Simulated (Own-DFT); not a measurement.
## Calculated data, GaP (zincblende, strained, atoms displaced)

Computed with Own-DFT development build. A calculation, not a measurement: plane-wave PBE density functional theory by an unreviewed code, no spin, of a simulated periodic cell, stress positive in tension, free energy of the whole cell less one offset for each atom, forces on such cells passed a denser k mesh, this cell's mesh not checked; offsets are fitted by least squares, one for each functional and potential file, so energies compare only between cells with the same atoms and settings and are not formation energies; the far tail of each file's local potential was reset to the Coulomb form; each entry is a single point on an unrelaxed cell, so the pressure reflects the starting lattice, mostly measured values (interpolated for alloys), from which strain is counted, and rises with the displacements; printed positions are rounded, which can move forces by about a meV/angstrom; the program, named Own-DFT, is a retired in-house code; no spin-orbit coupling.

Settings shared by all entries: functional PBE; potential files PseudoDojo norm-conserving, scalar-relativistic, standard set; wave cutoff 42 hartree; occupations Fermi-Dirac; smearing width 0.1 eV; k mesh 3 x 3 x 3 centred on Gamma.

(1) 
```xyz
64
Lattice="10.8620 0.0000 0.0000 0.0000 10.8620 0.0000 0.0000 0.0000 10.9361" Properties=species:S:1:pos:R:3:force_x:R:1:force_y:R:1:force_z:R:1 formula=GaP free_energy_of_cell_above_offsets=-34.900 pressure=3.24 stress_xx=-3.4 stress_yy=-3.39 stress_zz=-2.92 stress_yz=0.19 stress_xz=-0.41 stress_xy=-0.06
Ga     0.0090    10.8216    10.9096     -0.245      0.151      0.393
Ga     0.0026     2.7693     2.7835      0.191      -0.51     -0.281
Ga     2.6904    10.8498     2.7307      0.117      0.157      0.117
Ga     2.7483     2.7284    10.9184     -0.242     -0.241      0.459
P      1.3162     1.3274     1.3635      0.257      0.568      0.028
P      1.3931     4.0501     4.1549     -0.096      0.479     -0.572
P      4.0501     1.4100     4.0995      0.462     -0.712     -0.204
P      4.1253     4.0573     1.4036      -0.42      0.086     -0.257
Ga     0.0577    10.8338     5.4418     -0.369     -0.261      0.242
Ga     0.0324     2.7349     8.2475     -0.527     -0.901     -0.614
Ga     2.6687     0.0283     8.2206      0.822     -0.166     -0.482
Ga     2.7653     2.7566     5.4683     -0.366     -0.621      0.627
P      1.3413     1.2876     6.8307      0.322      1.176     -0.167
P      1.3643     4.0316     9.5300      0.166      0.711      0.928
P      4.0587     1.3401     9.5783      0.246     -0.084      0.044
P      4.0680     4.0629     6.8810      0.208      0.487     -0.366
Ga     0.0167     5.4297     0.0372     -0.508     -0.285      -1.02
Ga    10.8128     8.1585     2.7577      0.091     -0.621      -0.53
Ga     2.7161     5.4346     2.7122      0.192     -0.332      0.443
Ga     2.7006     8.1747    10.9340     -0.116     -0.261     -0.111
P      1.3433     6.7101     1.3571      0.151      1.318      0.237
P      1.3354     9.4291     4.0826      0.393      0.568     -0.011
P      4.0597     6.7992     4.1095     -0.128     -0.101     -0.035
P      4.0744     9.5018     1.3577     -0.032      0.005      0.261
Ga     0.0141     5.3986     5.4730     -0.128      0.058      -0.09
Ga    10.8040     8.1182     8.2272      0.766     -0.011     -0.088
Ga     2.6798     5.4282     8.2075      0.382      0.138      0.004
Ga     2.6573     8.1464     5.5001      0.452     -0.229     -0.204
P      1.3581     6.7468     6.8029     -0.374      0.368      0.639
P      1.3767     9.5696     9.5405      -0.45     -1.323      0.319
P      4.0738     6.7939     9.5736     -0.024     -0.187      0.125
P      4.0625     9.4381     6.8483     -0.295      1.039     -0.227
Ga     5.4532    10.8407     0.0099     -0.652      0.574      0.278
Ga     5.4962     2.7240     2.7249     -0.406      -0.51      0.148
Ga     8.0970    10.8298     2.7092      0.896      0.423      0.173
Ga     8.1499     2.6917     0.0366      0.465          0     -0.248
P      6.8121     1.3378     1.3652     -0.332      0.109     -0.007
P      6.8109     4.0127     4.1060      0.236      0.983      -0.38
P      9.5745     1.3173     4.1072      -0.81      0.146     -0.236
P      9.5146     4.0890     1.3817      0.136      -0.47     -0.236
Ga     5.4488    10.8608     5.4848     -0.351      0.041      -0.16
Ga     5.3915     2.6722     8.1828      0.295      0.202      0.395
Ga     8.0938    10.8488     8.2649      0.551      0.452     -0.673
Ga     8.1703     2.7284     5.4424      0.568     -0.374      0.521
P      6.7814     1.3931     6.8360      0.333     -0.455     -0.083
P      6.8547     3.9943     9.5423     -0.877      0.608      0.264
P      9.5188     1.3275     9.5989     -0.173      0.318      -0.13
P      9.5446     4.0994     6.8824     -0.377     -0.322     -0.334
Ga     5.4447     5.4405     0.0640      0.169     -0.383     -0.953
Ga     5.4110     8.1265     2.7336      0.312      0.032      -0.16
Ga     8.1788     5.4368     2.6622     -0.359      0.068       0.78
Ga     8.1540     8.1902    10.9149     -0.382     -0.149     -0.345
P      6.8359     6.7973     1.3158     -0.357      0.271      0.546
P      6.8094     9.5219     4.0621     -0.538     -0.444      0.499
P      9.5161     6.7677     4.1094     -0.215      -0.18      -0.04
P      9.4648     9.4725     1.3532      0.531      0.389      0.093
Ga     5.4450     5.4207     5.4246     -0.172     -0.158      0.374
Ga     5.4105     8.1651     8.1880       0.26     -0.409      0.306
Ga     8.1253     5.4521     8.1925      -0.19     -0.473      -0.23
Ga     8.1331     8.1286     5.4417      0.482      0.459      0.361
P      6.7865     6.7979     6.8175     -0.226     -0.057      0.022
P      6.7302     9.5665     9.5867      0.371     -1.071     -0.258
P      9.4147     6.7873     9.5339      0.881     -0.064      0.786
P      9.5625     9.5235     6.8913     -0.967     -0.021     -0.679
```

Units: free_energy_of_cell_above_offsets in eV; pressure, stress_xx, stress_yy, stress_zz, stress_yz, stress_xz, stress_xy in GPa; force_x, force_y, force_z in eV/Å.

(2) 
```xyz
64
Lattice="10.8620 0.0000 0.0000 0.0000 10.8620 0.0000 0.0000 0.0000 10.9361" Properties=species:S:1:pos:R:3:force_x:R:1:force_y:R:1:force_z:R:1 formula=GaP free_energy_of_cell_above_offsets=-35.064 pressure=3.19 stress_xx=-3.36 stress_yy=-3.31 stress_zz=-2.88 stress_yz=0.17 stress_xz=-0.59 stress_xy=-0.16
Ga     0.0131    10.8240    10.9193     -0.294     -0.129      0.306
Ga    10.8301     2.7320     2.6825      0.367     -0.685      0.573
Ga     2.7094     0.0229     2.7637      0.529     -0.245     -0.045
Ga     2.7080     2.7687     0.0504       0.17     -1.009     -0.372
P      1.3575     1.3068     1.3793     -0.134       0.51     -0.216
P      1.3436     4.0328     4.0967     -0.017      0.508     -0.455
P      4.1155     1.3689     4.1086     -0.368     -0.171      0.136
P      4.0522     4.0716     1.3614      0.197      0.302      0.441
Ga     0.0292     0.0022     5.4671     -0.395     -0.208     -0.143
Ga     0.0283     2.6720     8.1944      -0.14      0.358      0.066
Ga     2.6553     0.0543     8.1686      1.015     -0.222     -0.004
Ga     2.7131     2.7336     5.4265      0.352     -0.171      0.128
P      1.3771     1.3671     6.7783     -0.212      0.235      0.055
P      1.4427     4.0641     9.5678      -1.03      0.279     -0.178
P      4.1045     1.3775     9.5537     -0.532     -0.186      0.283
P      4.0688     4.0583     6.8162       0.01      0.096      0.343
Ga     0.0095     5.4283     0.0413     -0.366     -0.414     -0.566
Ga     0.0216     8.2067     2.7686     -0.191     -0.738     -0.522
Ga     2.7308     5.4594     2.7473     -0.459       -0.2     -0.313
Ga     2.7152     8.1628    10.9092      0.105      0.127      0.379
P      1.3335     6.7981     1.3305      0.305      0.314      0.655
P      1.3929     9.4632     4.1012     -0.276       0.81      0.109
P      4.1061     6.7684     4.0507     -0.223      0.332      0.776
P      4.1247     9.4799     1.4206     -0.806      0.381     -0.598
Ga     0.0134     5.4141     5.4553     -0.342      0.128        0.2
Ga    10.8126     8.1950     8.1749      0.521     -0.667      0.598
Ga     2.7061     5.4937     8.1788      0.411     -0.677      0.068
Ga     2.6574     8.1335     5.4720      0.945     -0.435     -0.263
P      1.3784     6.7988     6.8478     -0.881      0.021     -0.178
P      1.3908     9.5387     9.5338     -0.374      -0.39      0.068
P      4.0347     6.7935     9.5650      0.629     -0.026      0.095
P      4.0663     9.4882     6.7674     -0.422       0.06      0.922
Ga     5.4310    10.8488     0.0045     -0.001      0.035     -0.106
Ga     5.3978     2.7777     2.7728     -0.002     -0.782     -0.794
Ga     8.1364     0.0490     2.7357      -0.07     -0.335     -0.212
Ga     8.1592     2.7110    10.9289     -0.168     -0.364     -0.223
P      6.7824     1.3744     1.3500     -0.233      0.176      0.176
P      6.7593     4.0205     4.0869      0.314      0.892      0.268
P      9.4797     1.3633     4.1038      0.567     -0.043     -0.038
P      9.4586     4.0035     1.3933       0.35      0.883      -0.58
Ga     5.4294    10.8503     5.5276     -0.181      0.198     -0.526
Ga     5.4765     2.6594     8.1736     -0.133      0.513      0.102
Ga     8.1432    10.8225     8.1856     -0.074      0.481      0.181
Ga     8.1410     2.7411     5.4272     -0.133     -0.526      0.142
P      6.8012     1.3295     6.7945      0.392      0.197      0.277
P      6.8200     4.0760     9.5725     -0.396     -0.339     -0.113
P      9.5140     1.3244     9.5688     -0.072      0.085     -0.065
P      9.4409     4.0330     6.8224      0.918      0.231      0.134
Ga     5.4206     5.3845    10.9331      0.078      0.589     -0.053
Ga     5.4505     8.1685     2.7534      0.209     -0.268      0.111
Ga     8.1080     5.3793     2.7030      0.106      0.552      0.299
Ga     8.1075     8.1862    10.9353      0.351     -0.663     -0.311
P      6.7905     6.8264     1.3641     -0.253     -0.573      -0.07
P      6.7454     9.5697     4.1051      0.499     -0.323     -0.039
P      9.5079     6.8181     4.0776      0.031     -0.637     -0.071
P      9.4693     9.4430     1.3889       0.29      0.923     -0.107
Ga     5.4309     5.4087     5.4702      0.102      0.255      0.077
Ga     5.4233     8.1859     8.2357     -0.365     -0.587     -0.617
Ga     8.1394     5.3897     8.1945     -0.002        0.4     -0.095
Ga     8.1447     8.1597     5.4040     -0.205      0.094      0.485
P      6.8013     6.7970     6.8542     -0.182      0.033     -0.298
P      6.7849     9.4800     9.5331     -0.004      0.607      0.497
P      9.4798     6.7584     9.5467      0.255      0.288      0.335
P      9.4988     9.5085     6.8702     -0.079       0.12     -1.112
```

Units: free_energy_of_cell_above_offsets in eV; pressure, stress_xx, stress_yy, stress_zz, stress_yz, stress_xz, stress_xy in GPa; force_x, force_y, force_z in eV/Å.

(3) 
```xyz
64
Lattice="10.8620 0.0000 0.0000 0.0000 10.8620 0.0000 0.0000 0.0000 10.9361" Properties=species:S:1:pos:R:3:force_x:R:1:force_y:R:1:force_z:R:1 formula=GaP free_energy_of_cell_above_offsets=-35.183 pressure=3.17 stress_xx=-3.33 stress_yy=-3.32 stress_zz=-2.85 stress_yz=-0.08 stress_xz=0.07 stress_xy=0.23
Ga     0.0403    10.8494    10.8947     -0.075     -0.104      0.694
Ga     0.0292     2.7293     2.7150     -0.496     -0.069      0.504
Ga     2.7501    10.8567     2.7218     -0.409      0.116     -0.017
Ga     2.6926     2.7214    10.9179      0.135     -0.027      0.035
P      1.3460     1.3986     1.3890      0.321     -0.664       -0.4
P      1.3703     4.0930     4.0809     -0.364     -0.241      0.498
P      4.0784     1.3434     4.0956     -0.402      0.006      0.464
P      4.0848     4.0537     1.3722       -0.2     -0.194      0.046
Ga     0.0048     0.0086     5.4699      0.443     -0.455      0.173
Ga    10.8583     2.7216     8.2002     -0.149     -0.219     -0.125
Ga     2.7323    10.8579     8.1819      0.085     -0.383      0.605
Ga     2.7307     2.7522     5.4761     -0.159     -0.463      0.135
P      1.3814     1.3088     6.9146     -0.317      0.811     -1.018
P      1.3030     4.0683     9.5666       0.41      0.087      0.021
P      4.0725     1.3304     9.5649     -0.228      0.586     -0.109
P      4.1060     4.0434     6.8687     -0.259      0.517     -0.312
Ga     0.0245     5.4705    10.9165     -0.275     -0.045      0.463
Ga    10.8260     8.1411     2.7042      0.592      0.257      0.435
Ga     2.6970     5.3914     2.7312      0.424      0.628      -0.11
Ga     2.6969     8.1489    10.9081      0.531     -0.049      0.206
P      1.3816     6.8425     1.3798     -0.158     -0.631     -0.128
P      1.3979     9.4987     4.0838     -0.414      0.001      0.086
P      4.0358     6.8171     4.1379      0.377     -0.351     -0.677
P      4.0604     9.5392     1.3345      0.223     -0.629      0.213
Ga    10.8229     5.4391     5.4567      0.277      0.144     -0.345
Ga    10.8437     8.1595     8.2594      0.051     -0.288     -0.327
Ga     2.6730     5.4082     8.1956      0.111      0.166     -0.121
Ga     2.7335     8.1411     5.4928     -0.487      0.234      0.116
P      1.2951     6.7925     6.8228      0.388     -0.015      0.285
P      1.3767     9.4747     9.5704      0.022      0.396     -0.243
P      4.0656     6.7673     9.5681      0.042     -0.234      0.093
P      4.0641     9.5108     6.8608      0.412     -0.206     -0.279
Ga     5.3823     0.0236    10.9271      0.732     -0.047      0.293
Ga     5.3940     2.6327     2.7474      0.536      0.965      0.102
Ga     8.1589     0.0394     2.7136      0.198     -0.541      0.534
Ga     8.1368     2.7057     0.0204      0.101     -0.009     -0.296
P      6.8132     1.3714     1.4218     -0.473     -0.198     -0.796
P      6.8112     4.1083     4.0910     -0.386     -0.519      0.087
P      9.5252     1.3341     4.1437      -0.02      0.569     -0.512
P      9.4909     4.0667     1.3806      0.662     -0.024     -0.586
Ga     5.4299     0.0302     5.4789     -0.018      -0.43     -0.025
Ga     5.4439     2.7168     8.2137      0.138     -0.335      0.103
Ga     8.1136     0.0080     8.2180      0.582     -0.285     -0.357
Ga     8.1784     2.7391     5.4922     -0.662     -0.417     -0.673
P      6.8052     1.3466     6.8217     -0.033      0.447      0.243
P      6.7441     4.1056     9.6027      0.973      -0.65     -0.584
P      9.5427     1.3189     9.5701     -0.575      0.512     -0.054
P      9.4989     4.0565     6.7772      0.405      0.192      0.854
Ga     5.4549     5.3727     0.0252      -0.51       0.94       0.26
Ga     5.4733     8.1354     2.7218     -0.549      0.502      0.424
Ga     8.2322     5.3877     2.7413     -0.928      0.523     -0.091
Ga     8.1691     8.1574     0.0254     -0.582     -0.046     -0.207
P      6.7740     6.8016     1.3844      0.585     -0.597     -0.212
P      6.8150     9.5251     4.1340     -0.066     -0.127      -0.24
P      9.4971     6.8064     4.0603      0.151     -0.207      0.362
P      9.5018     9.4745     1.3792      0.176      0.778     -0.301
Ga     5.4208     5.4671     5.4643     -0.069     -0.458      -0.16
Ga     5.4372     8.0818     8.1702      0.122      0.564      0.431
Ga     8.1811     5.4121     8.1852     -0.433     -0.105      0.053
Ga     8.1641     8.1049     5.4838     -0.064      0.387     -0.198
P      6.7995     6.7595     6.8065      0.155      0.011      0.343
P      6.7975     9.5478     9.5847     -0.363     -0.692     -0.016
P      9.4668     6.7827     9.5682      0.237      0.042      0.132
P      9.5434     9.4506     6.8270     -0.467      0.575      0.226
```

Units: free_energy_of_cell_above_offsets in eV; pressure, stress_xx, stress_yy, stress_zz, stress_yz, stress_xz, stress_xy in GPa; force_x, force_y, force_z in eV/Å.

(4) 
```xyz
64
Lattice="10.8620 0.0000 0.0000 0.0000 10.8620 0.0000 0.0000 0.0000 10.9361" Properties=species:S:1:pos:R:3:force_x:R:1:force_y:R:1:force_z:R:1 formula=GaP free_energy_of_cell_above_offsets=-35.370 pressure=3.12 stress_xx=-3.3 stress_yy=-3.27 stress_zz=-2.78 stress_yz=-0.08 stress_xz=-0.19 stress_xy=-0.01
Ga     0.0056    10.8494     0.0640      0.155      0.339     -0.822
Ga    10.8534     2.7390     2.7237      0.108     -0.157      0.026
Ga     2.7219    10.8527     2.7305     -0.019      0.177      0.296
Ga     2.6844     2.7221    10.9090      0.737     -0.184      0.312
P      1.3911     1.3637     1.3628     -0.288      0.035      0.174
P      1.3495     4.0940     4.1252      0.231     -0.622     -0.687
P      4.0867     1.3823     4.0850      0.057     -0.286      0.131
P      4.0989     4.0671     1.3256     -0.117      0.044      0.149
Ga    10.8534    10.8488     5.4800     -0.156     -0.078     -0.224
Ga     0.0343     2.7203     8.2398     -0.296      0.012     -0.142
Ga     2.6930    10.8544     8.1970       0.13      0.177       0.31
Ga     2.7385     2.7436     5.4508     -0.366     -0.468      0.244
P      1.3212     1.3350     6.8744      0.476      0.408     -0.628
P      1.4061     4.0561     9.5729     -0.555      0.463     -0.053
P      4.1022     1.3715     9.5694     -0.606     -0.264      -0.12
P      4.0409     4.1176     6.7981      0.587     -0.403      0.351
Ga     0.0340     5.4442     0.0072     -0.074     -0.225     -0.114
Ga    10.8479     8.1476     2.7216     -0.229      0.307     -0.098
Ga     2.7008     5.3955     2.7197      0.383      0.112      0.012
Ga     2.7309     8.1538    10.9170     -0.018      0.003      0.074
P      1.3473     6.7999     1.3987      0.295     -0.009     -0.374
P      1.3576     9.4803     4.0792     -0.084      0.339      0.158
P      4.0558     6.7785     4.1290      0.234      0.145     -0.733
P      4.1014     9.5284     1.4079     -0.447      0.024     -0.836
Ga     0.0467     5.4220     5.4128     -0.514      0.382      0.983
Ga    10.8120     8.1653     8.2353      0.094     -0.374     -0.587
Ga     2.6954     5.4199     8.1838       0.16      0.276      0.037
Ga     2.7169     8.1359     5.4420     -0.065      0.139      0.329
P      1.3659     6.8099     6.8407      -0.38      -0.01       0.01
P      1.3147     9.4899     9.5315        0.4      0.253       0.74
P      4.1022     6.7717     9.5427     -0.448      0.367     -0.132
P      4.0359     9.5110     6.8579      0.365     -0.173     -0.324
Ga     5.4261     0.0427     0.0141      0.157     -0.452     -0.153
Ga     5.4815     2.6906     2.7012     -0.552      0.398      0.119
Ga     8.1208    10.8597     2.7488      0.126      0.088     -0.452
Ga     8.1821     2.7175     0.0224     -0.419     -0.352     -0.657
P      6.7921     1.3647     1.3619      0.376     -0.176     -0.139
P      6.7801     4.0520     4.0891      0.223      0.263      0.397
P      9.4712     1.3522     4.0548      0.668     -0.092      0.301
P      9.4941     4.0490     1.3213      0.484      0.601      0.509
Ga     5.4402    10.8399     5.4842     -0.266      0.128      -0.09
Ga     5.4235     2.6790     8.1765      0.167      0.503     -0.285
Ga     8.1435     0.0739     8.2022      0.002     -1.092      0.038
Ga     8.1690     2.6664     5.4605      0.006      0.635      0.023
P      6.8332     1.3280     6.8133     -0.699      0.354     -0.017
P      6.8016     4.0558     9.5578      0.027     -0.008     -0.166
P      9.5027     1.3424     9.5353      0.416      0.263      0.826
P      9.5362     4.0573     6.8522       -0.1      0.199     -0.388
Ga     5.4410     5.4575    10.8668      0.186     -0.389      0.488
Ga     5.4157     8.1785     2.6997      0.328     -0.618      0.577
Ga     8.1722     5.4225     2.7456     -0.049     -0.103      0.038
Ga     8.1399     8.1434    10.9345      0.093     -0.299     -0.032
P      6.7956     6.7574     1.3793     -0.076      0.298     -0.124
P      6.8070     9.5266     4.0864     -0.429      -0.45      0.104
P      9.5244     6.8095     4.1162     -0.122     -0.326      -0.28
P      9.4823     9.5461     1.3289     -0.114     -0.592      0.642
Ga     5.4421     5.4858     5.4812      0.055     -0.464     -0.199
Ga     5.4574     8.1723     8.2069     -0.461       0.04     -0.053
Ga     8.1560     5.4588     8.1946       -0.2     -0.495     -0.251
Ga     8.1351     8.1356     5.4351     -0.061      0.112      0.199
P      6.7721     6.8287     6.8426      0.362     -0.215     -0.109
P      6.7874     9.4836     9.5751      0.112      0.691      0.057
P      9.5120     6.7456     9.5489     -0.021      0.421      0.511
P      9.4652     9.4759     6.8275      0.033      0.382      0.106
```

Units: free_energy_of_cell_above_offsets in eV; pressure, stress_xx, stress_yy, stress_zz, stress_yz, stress_xz, stress_xy in GPa; force_x, force_y, force_z in eV/Å.
